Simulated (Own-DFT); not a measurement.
# From a pressure shift to a lattice shift: C40 NbSi2, 36 atoms (Nb12Si24)

The numbers are computed, not measured, by runs of the plane-wave DFT program Own-DFT (in-house, retired, unreviewed) at fixed positions, with no spin and no spin-orbit coupling.

Keep in mind: forces on such cells failed a check on a denser k mesh; stress not checked against mesh or cutoff.

Each geometry was run with PBE and with PBEsol, otherwise alike: PseudoDojo norm-conserving scalar-relativistic files made for PBE; cutoff 42 hartree; 4 x 4 x 5 k mesh centred on Gamma; cold (Marzari-Vanderbilt) smearing of 0.2 eV. Unstrained cell vectors in Å: (0.000, 8.324, 0.000); (-9.613, 0.000, 0.000); (0.000, 0.000, 6.586). Each has a uniform strain, of which the change of volume is shown, and random moves of rms u per axis.

| run | volume change (%) | u (Å) | P with PBE (GPa) | P with PBEsol (GPa) |
|---|---|---|---|---|
| 1 | -4.73 | 0.0463 | 12.88 | 9.01 |
| 2 | 0.36 | 0.0462 | 1.73 | -1.89 |
| 3 | -0.93 | 0.0507 | 4.57 | 0.88 |
| 4 | -2.26 | 0.0512 | 8.38 | 4.61 |
| 5 | 0.30 | 0.0465 | 1.43 | -2.21 |
| 6 | -5.03 | 0.0466 | 13.32 | 9.42 |
| 7 | -0.92 | 0.0493 | 4.46 | 0.77 |
| 8 | 1.29 | 0.0501 | 0.35 | -3.25 |
| 9 | -1.47 | 0.0498 | 6.21 | 2.48 |
| 10 | 2.04 | 0.0465 | -1.05 | -4.61 |
| 11 | 1.81 | 0.0440 | -0.98 | ? |

Question: by how much does PBEsol shrink this cell, and what belongs in the blank?

## Working it out

Write v for the change of volume as a fraction. Fitted to v and u², the PBE pressure has a slope of -213 ± 6 GPa in v, with the ions held to the strained lattice. The difference PBEsol less PBE is -3.65 + 4.8 v GPa (slope ± 0.1) and averages -3.71 GPa. Divided by the mean slope of the two, 210 GPa, that makes PBEsol's volume at a given pressure, near 3 GPa, about 1.8 % smaller, or 0.59 % in lengths. At one volume PBEsol's slope is the smaller by 5 GPa, but its pressure there is lower too. If stiffness rises by about 4 GPa for each GPa, PBEsol at equal pressure is stiffer by about 10 GPa. Files made for PBEsol would give a different shift.

For run 11 the line gives -4.54 GPa. The run itself gave -4.54 GPa.
